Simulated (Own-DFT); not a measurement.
WC (WC crystal, strained, atoms displaced), TiSi2 (C49 TiSi2 crystal, atoms displaced) (calculated)

All values are calculated (Own-DFT development build). A calculation, not a measurement: plane-wave density functional theory by an unreviewed code, no spin, of a simulated periodic cell, stress positive in tension, run twice, with PBE and with PBEsol, both on files made for PBE, so the change isn't that of files made for PBEsol, forces on such cells moved up to 12 meV/angstrom on a denser k mesh; the far tail of each file's local potential was reset to the Coulomb form; each entry is a single point on an unrelaxed cell, so the pressure reflects the starting lattice, taken from the Materials Project, from which strain is counted, and rises with the displacements; printed positions are rounded, which can move forces by about a meV/angstrom; the program, named Own-DFT, is a retired in-house code; no spin-orbit coupling; stress was not checked against mesh or cutoff.

Common to all runs: functional PBE, then PBEsol; potential files PseudoDojo norm-conserving, scalar-relativistic, standard set; occupations cold (Marzari-Vanderbilt); smearing width 0.2 eV; k mesh 4 x 4 x 4 centred on Gamma.

(1) 
```cif
# cell vector a (Å): 5.8876 -5.0945 -2.7974
# cell vector b (Å): -0.0079 -5.2049 8.5724
# cell vector c (Å): -5.7874 -5.0123 -2.7379
data_WC
_symmetry_space_group_name_H-M 'P 1'
_symmetry_Int_Tables_number 1
_cell_length_a 8.2730
_cell_length_b 10.0288
_cell_length_c 8.1310
_cell_angle_alpha 88.128
_cell_angle_beta 90.749
_cell_angle_gamma 88.281
_cell_volume 673.89
loop_
_atom_site_label
_atom_site_type_symbol
_atom_site_fract_x
_atom_site_fract_y
_atom_site_fract_z
_atom_site_occupancy
W1 W 0.68576 0.87368 0.93337 1
C1 C 0.68194 0.95701 0.69679 1
W2 W 0.39018 0.74698 0.87111 1
C2 C 0.36766 0.83343 0.61727 1
W3 W 0.18304 0.36931 0.93923 1
C3 C 0.18452 0.45537 0.67845 1
W4 W 0.05344 0.63021 0.81775 1
C4 C 0.05938 0.71253 0.57136 1
W5 W 0.94247 0.86844 0.68715 1
C5 C 0.93248 0.95221 0.42128 1
W6 W 0.87294 0.24509 0.87995 1
C6 C 0.87179 0.33322 0.63190 1
W7 W 0.75577 0.49068 0.74829 1
C7 C 0.74296 0.58851 0.48870 1
W8 W 0.61830 0.75366 0.61703 1
C8 C 0.61866 0.83627 0.36984 1
W9 W 0.55835 0.13183 0.80255 1
C9 C 0.55855 0.21763 0.56996 1
W10 W 0.43722 0.38370 0.68437 1
C10 C 0.43182 0.45255 0.43615 1
W11 W 0.31579 0.61637 0.57044 1
C11 C 0.31142 0.70993 0.30885 1
W12 W 0.18583 0.87439 0.44191 1
C12 C 0.18339 0.95343 0.18506 1
W13 W 0.24334 0.99818 0.74734 1
C13 C 0.25698 0.08041 0.50164 1
W14 W 0.12293 0.23726 0.63016 1
C14 C 0.12054 0.32641 0.36683 1
W15 W 0.00044 0.50420 0.50559 1
C15 C 0.99800 0.58272 0.26309 1
W16 W 0.86558 0.75368 0.37919 1
C16 C 0.88418 0.82993 0.13459 1
W17 W 0.81242 0.11887 0.56517 1
C17 C 0.81511 0.20584 0.32374 1
W18 W 0.69082 0.36980 0.43869 1
C18 C 0.68960 0.46035 0.19467 1
W19 W 0.57140 0.63150 0.31804 1
C19 C 0.55878 0.70803 0.06322 1
W20 W 0.43456 0.87281 0.18753 1
C20 C 0.43398 0.95462 0.93508 1
W21 W 0.50018 0.99749 0.50085 1
C21 C 0.51650 0.08209 0.25555 1
W22 W 0.37381 0.25195 0.36493 1
C22 C 0.38018 0.33665 0.12710 1
W23 W 0.23142 0.49525 0.24591 1
C23 C 0.24481 0.59489 0.99171 1
W24 W 0.11690 0.75738 0.12806 1
C24 C 0.12196 0.83129 0.88632 1
W25 W 0.05477 0.11576 0.31195 1
C25 C 0.06232 0.20970 0.06030 1
W26 W 0.94579 0.36934 0.18678 1
C26 C 0.93764 0.46446 0.94289 1
W27 W 0.82207 0.63166 0.05062 1
C27 C 0.80936 0.70292 0.82283 1
W28 W 0.74756 0.00436 0.26093 1
C28 C 0.74244 0.07729 0.99110 1
W29 W 0.62360 0.24438 0.12782 1
C29 C 0.62248 0.32811 0.87646 1
W30 W 0.49764 0.49344 0.99680 1
C30 C 0.50681 0.58441 0.74857 1
W31 W 0.32464 0.12200 0.06875 1
C31 C 0.31082 0.20847 0.80970 1
W32 W 0.99039 0.00733 0.01084 1
C32 C 0.00697 0.08705 0.75614 1
_calc_wave_cutoff 50  # hartree
_calc_PBE_pressure 5.04  # GPa
_calc_PBE_stress_xx -4.67  # GPa
_calc_PBE_stress_yy -1.6  # GPa
_calc_PBE_stress_zz -8.84  # GPa
_calc_PBE_stress_yz -8.21  # GPa
_calc_PBE_stress_xz -3.27  # GPa
_calc_PBE_stress_xy -3.36  # GPa
_calc_PBEsol_pressure -2.94  # GPa
_calc_PBEsol_stress_xx 3.13  # GPa
_calc_PBEsol_stress_yy 6.18  # GPa
_calc_PBEsol_stress_zz -0.49  # GPa
_calc_PBEsol_stress_yz -8.19  # GPa
_calc_PBEsol_stress_xz -3.26  # GPa
_calc_PBEsol_stress_xy -3.32  # GPa
_calc_rms_change_of_force_components_from_PBE_to_PBEsol 0.024  # eV/angstrom
```

Force:
```tsv
force element	PBE force x (eV/Å)	PBE force y (eV/Å)	PBE force z (eV/Å)	PBEsol force x (eV/Å)	PBEsol force y (eV/Å)	PBEsol force z (eV/Å)
W	-0.983	-1.065	-0.347	-0.966	-1.03	-0.348
C	1.834	0.671	0.577	1.813	0.671	0.573
W	-3.171	1.48	2.02	-3.124	1.46	1.995
C	-0.063	-1.041	-1.138	-0.053	-1.035	-1.126
W	1.571	-0.912	1.486	1.534	-0.904	1.457
C	-1.068	-0.908	-0.912	-1.048	-0.903	-0.896
W	2.65	-0.091	-2.282	2.601	-0.075	-2.238
C	1.036	0.959	-0.753	1.011	0.946	-0.741
W	-2.09	-0.703	2.507	-2.057	-0.686	2.462
C	-1.6	-2.91	-1.037	-1.579	-2.874	-1.022
W	0.372	0.08	1.406	0.383	0.08	1.378
C	1.304	0.416	-0.844	1.277	0.415	-0.832
W	-1.636	-0.667	2.685	-1.619	-0.664	2.648
C	-0.786	-1.899	-2.421	-0.773	-1.879	-2.385
W	-0.721	-1.615	-2.486	-0.719	-1.584	-2.447
C	-0.019	-0.587	-0.415	-0.029	-0.583	-0.416
W	-1.845	-0.396	-3.043	-1.82	-0.403	-3.021
C	1.695	1.398	-0.29	1.681	1.372	-0.282
W	-0.989	1.162	-3.081	-0.969	1.138	-3.055
C	0.881	-0.382	1.015	0.854	-0.382	0.992
W	1.005	1.149	4.135	0.996	1.13	4.074
C	-0.866	-0.116	-0.656	-0.859	-0.129	-0.631
W	0.895	1.157	-0.108	0.879	1.145	-0.093
C	-0.055	-1.291	0.461	-0.067	-1.267	0.449
W	-0.161	-1.691	-2.022	-0.142	-1.664	-1.974
C	-0.227	0.936	0.832	-0.24	0.927	0.813
W	1.447	-0.814	4.08	1.417	-0.809	4.014
C	-0.701	-1.29	-0.709	-0.677	-1.27	-0.691
W	-0.136	1.546	-0.867	-0.131	1.531	-0.85
C	0.951	0.904	1.091	0.944	0.89	1.072
W	1.719	-0.228	-1.851	1.697	-0.223	-1.825
C	-0.768	1.511	2.502	-0.751	1.483	2.466
W	-0.677	-1.026	0.48	-0.66	-1.009	0.497
C	0.603	0.858	0.75	0.591	0.853	0.734
W	-0.539	-0.064	1.672	-0.544	-0.067	1.651
C	0.916	0.762	0.189	0.899	0.753	0.185
W	-0.454	5.175	0.035	-0.445	5.086	0.049
C	0.826	-0.536	-0.593	0.82	-0.529	-0.573
W	0.485	0.012	0.312	0.482	0.007	0.3
C	0.423	-0.415	0.297	0.417	-0.413	0.286
W	-0.725	-0.42	1.092	-0.708	-0.409	1.065
C	-1.792	1.729	1.531	-1.767	1.707	1.521
W	-2.051	-1.413	-2.032	-2.012	-1.401	-2.004
C	0.013	1.487	0.051	0.009	1.475	0.042
W	2.341	-3.748	0.036	2.3	-3.683	0.007
C	-0.429	-0.078	-2.253	-0.428	-0.073	-2.222
W	1.533	-0.525	-3.412	1.509	-0.511	-3.364
C	1.172	0.315	1.434	1.15	0.326	1.417
W	1.324	-2.556	0.78	1.302	-2.506	0.78
C	-0.209	-0.117	-1.26	-0.214	-0.112	-1.24
W	-2.621	0.952	2.429	-2.569	0.926	2.392
C	0.651	0.87	-1.108	0.648	0.857	-1.09
W	-5.965	-0.431	-3.374	-5.88	-0.439	-3.331
C	2.287	1.406	2.715	2.269	1.372	2.683
W	2.482	2.609	-0.483	2.458	2.56	-0.484
C	-0.597	-1.291	0.235	-0.585	-1.285	0.237
W	0.862	-1.225	1.283	0.827	-1.194	1.262
C	0.301	-0.532	0.677	0.301	-0.52	0.671
W	-0.517	-2.099	0.909	-0.495	-2.061	0.905
C	-0.001	0.346	-0.464	-0.011	0.353	-0.456
W	-0.564	2.412	1.652	-0.554	2.378	1.64
C	-0.317	-0.453	-0.455	-0.319	-0.443	-0.451
W	2.687	1.469	-2.008	2.653	1.444	-1.993
C	-0.922	1.764	-0.652	-0.908	1.735	-0.636
```

(2) 
```cif
# cell vector a (Å): 5.2953 -6.7593 3.5652
# cell vector b (Å): 7.0604 0.0000 -7.1303
# cell vector c (Å): 5.2953 6.7593 3.5652
data_TiSi2
_symmetry_space_group_name_H-M 'P 1'
_symmetry_Int_Tables_number 1
_cell_length_a 9.2973
_cell_length_b 10.0345
_cell_length_c 9.2973
_cell_angle_alpha 82.631
_cell_angle_beta 93.274
_cell_angle_gamma 82.631
_cell_volume 850.71
loop_
_atom_site_label
_atom_site_type_symbol
_atom_site_fract_x
_atom_site_fract_y
_atom_site_fract_z
_atom_site_occupancy
Ti1 Ti 0.95777 0.92623 0.13894 1
Ti2 Ti 0.86694 0.87418 0.65991 1
Si1 Si 0.62464 0.91914 0.51265 1
Si2 Si 0.21483 0.89490 0.31752 1
Si3 Si 0.90525 0.02639 0.40222 1
Si4 Si 0.89446 0.74780 0.40789 1
Ti3 Ti 0.96264 0.42832 0.15220 1
Ti4 Ti 0.84964 0.37435 0.63457 1
Si5 Si 0.62078 0.41281 0.48745 1
Si6 Si 0.19812 0.37801 0.30406 1
Si7 Si 0.90538 0.52386 0.41101 1
Si8 Si 0.88657 0.29080 0.38590 1
Ti5 Ti 0.74103 0.71646 0.97793 1
Ti6 Ti 0.65927 0.65927 0.42302 1
Si9 Si 0.41989 0.72833 0.31525 1
Si10 Si 0.97881 0.67114 0.09350 1
Si11 Si 0.70591 0.83058 0.18990 1
Si12 Si 0.69531 0.57672 0.19658 1
Ti7 Ti 0.56118 0.04520 0.75946 1
Ti8 Ti 0.42612 0.98696 0.22879 1
Si13 Si 0.21665 0.04758 0.09149 1
Si14 Si 0.79979 0.98121 0.91220 1
Si15 Si 0.51261 0.13392 0.99611 1
Si16 Si 0.49830 0.86714 0.00282 1
Ti9 Ti 0.73100 0.22712 0.96240 1
Ti10 Ti 0.65527 0.17557 0.44704 1
Si17 Si 0.40831 0.21393 0.28365 1
Si18 Si 0.00611 0.16017 0.11887 1
Si19 Si 0.71132 0.31585 0.20091 1
Si20 Si 0.68712 0.06859 0.21347 1
Ti11 Ti 0.57105 0.51623 0.76850 1
Ti12 Ti 0.46658 0.45118 0.24639 1
Si21 Si 0.20488 0.55062 0.08472 1
Si22 Si 0.80803 0.49074 0.91819 1
Si23 Si 0.50551 0.62841 0.98993 1
Si24 Si 0.50525 0.37541 0.01941 1
Ti13 Ti 0.35145 0.81700 0.54260 1
Ti14 Ti 0.26746 0.79195 0.06308 1
Si25 Si 0.04235 0.80285 0.88380 1
Si26 Si 0.58755 0.79894 0.70106 1
Si27 Si 0.30382 0.92605 0.79215 1
Si28 Si 0.31457 0.66164 0.80348 1
Ti15 Ti 0.35433 0.31654 0.57163 1
Ti16 Ti 0.23384 0.26877 0.04675 1
Si29 Si 0.01327 0.34507 0.90501 1
Si30 Si 0.61164 0.27045 0.70521 1
Si31 Si 0.30663 0.43102 0.80423 1
Si32 Si 0.27495 0.15079 0.80650 1
Ti17 Ti 0.14327 0.60757 0.32855 1
Ti18 Ti 0.04292 0.57323 0.82797 1
Si33 Si 0.81054 0.63544 0.70164 1
Si34 Si 0.38738 0.57927 0.50186 1
Si35 Si 0.09830 0.72515 0.61325 1
Si36 Si 0.07913 0.46945 0.61778 1
Ti19 Ti 0.15033 0.13750 0.37092 1
Ti20 Ti 0.06723 0.07504 0.85209 1
Si37 Si 0.79805 0.13294 0.70511 1
Si38 Si 0.39407 0.07710 0.53243 1
Si39 Si 0.11506 0.22721 0.59852 1
Si40 Si 0.09805 0.98537 0.58620 1
_calc_wave_cutoff 42  # hartree
_calc_PBE_pressure 9.15  # GPa
_calc_PBE_stress_xx -9.76  # GPa
_calc_PBE_stress_yy -8.99  # GPa
_calc_PBE_stress_zz -8.69  # GPa
_calc_PBE_stress_yz -0.38  # GPa
_calc_PBE_stress_xz 0.2  # GPa
_calc_PBE_stress_xy 0.7  # GPa
_calc_PBEsol_pressure 5.83  # GPa
_calc_PBEsol_stress_xx -6.33  # GPa
_calc_PBEsol_stress_yy -5.44  # GPa
_calc_PBEsol_stress_zz -5.72  # GPa
_calc_PBEsol_stress_yz -0.39  # GPa
_calc_PBEsol_stress_xz 0.19  # GPa
_calc_PBEsol_stress_xy 0.66  # GPa
_calc_rms_change_of_force_components_from_PBE_to_PBEsol 0.03  # eV/angstrom
```

Force:
```tsv
force element	PBE force x (eV/Å)	PBE force y (eV/Å)	PBE force z (eV/Å)	PBEsol force x (eV/Å)	PBEsol force y (eV/Å)	PBEsol force z (eV/Å)
Ti	0.065	1.789	1.419	0.052	1.758	1.395
Ti	-0.213	-0.09	-0.873	-0.224	-0.08	-0.863
Si	-0.879	-2.61	-3.659	-0.853	-2.692	-3.689
Si	-3.05	0.856	-0.776	-3.002	0.867	-0.789
Si	-0.613	-0.09	-0.261	-0.621	-0.085	-0.269
Si	2.296	-1.297	-2.142	2.298	-1.274	-2.162
Ti	-0.852	1.121	0.375	-0.837	1.078	0.363
Ti	1.528	1.209	0.908	1.513	1.208	0.878
Si	-0.117	0.679	-1.85	-0.121	0.623	-1.853
Si	-0.263	-0.415	1.26	-0.272	-0.373	1.241
Si	-1.668	-1.142	0.422	-1.703	-1.126	0.417
Si	0.661	-0.256	2.307	0.692	-0.252	2.341
Ti	-0.472	-3.298	-3.134	-0.481	-3.281	-3.093
Ti	2.767	3.019	0.855	2.75	3.003	0.866
Si	-2.296	-1.868	-2.128	-2.258	-1.932	-2.144
Si	1.896	0.414	0.1	1.86	0.499	0.097
Si	0.626	1.1	0.54	0.59	1.071	0.57
Si	-0.597	-0.183	0.99	-0.574	-0.176	0.984
Ti	-2.368	1.056	1.148	-2.34	1.003	1.128
Ti	3.165	-1.871	3.965	3.119	-1.832	3.936
Si	-3.609	-0.134	1.898	-3.58	-0.214	1.919
Si	-0.432	-0.149	1.216	-0.424	-0.104	1.242
Si	-1.431	1.827	-0.143	-1.449	1.793	-0.143
Si	1.006	-0.692	-0.925	1.02	-0.668	-0.933
Ti	1.771	-2.92	0.846	1.722	-2.908	0.834
Ti	-0.514	0.069	0.649	-0.482	0.083	0.63
Si	1.197	0.555	-0.249	1.173	0.516	-0.24
Si	0.026	1.613	-3.112	0.027	1.648	-3.121
Si	-0.283	0.296	-0.873	-0.316	0.298	-0.893
Si	0.034	-1.009	-0.13	0.055	-0.987	-0.15
Ti	-1.102	0.216	-1.839	-1.087	0.223	-1.828
Ti	1.907	2.008	-1.961	1.909	2.007	-1.941
Si	-1.087	-1.058	1.946	-1.07	-1.076	1.953
Si	-1.993	1.082	0.634	-1.959	1.147	0.612
Si	0.187	1.462	0.951	0.203	1.428	0.973
Si	-1.558	-0.962	-0.771	-1.529	-0.959	-0.764
Ti	2.639	1.888	0.237	2.617	1.838	0.234
Ti	-1.554	0.007	-0.15	-1.532	0.012	-0.167
Si	1.365	0.598	-1.922	1.354	0.565	-1.931
Si	-0.187	2.642	4.327	-0.182	2.731	4.343
Si	-0.761	0.028	1.438	-0.783	0.037	1.454
Si	0.137	0.108	-1.449	0.146	0.095	-1.479
Ti	0.224	-0.725	-1.48	0.194	-0.741	-1.458
Ti	3.929	-1.95	-1.088	3.881	-1.89	-1.049
Si	-3.084	-0.141	1.275	-3.026	-0.195	1.297
Si	0.613	2.686	-3.866	0.602	2.766	-3.877
Si	-0.988	0.1	1.144	-1.034	0.097	1.173
Si	4.486	-3.075	-0.794	4.522	-3.032	-0.811
Ti	3.946	1.503	-1.148	3.889	1.464	-1.148
Ti	3.329	0.627	1.36	3.291	0.649	1.342
Si	-1.903	0.317	-1.121	-1.879	0.262	-1.106
Si	-0.792	0.812	2.766	-0.793	0.863	2.784
Si	-0.292	-1.715	-0.404	-0.286	-1.677	-0.396
Si	0.143	-2.869	0.436	0.17	-2.812	0.438
Ti	-1.453	-1.705	-0.138	-1.446	-1.72	-0.122
Ti	-2.862	2.76	-0.663	-2.824	2.745	-0.635
Si	0.395	-3.538	3.136	0.379	-3.598	3.142
Si	-1.003	-1.002	-0.122	-0.985	-0.964	-0.137
Si	-0.173	1.562	-0.763	-0.203	1.529	-0.781
Si	0.112	0.753	1.383	0.129	0.743	1.387
```
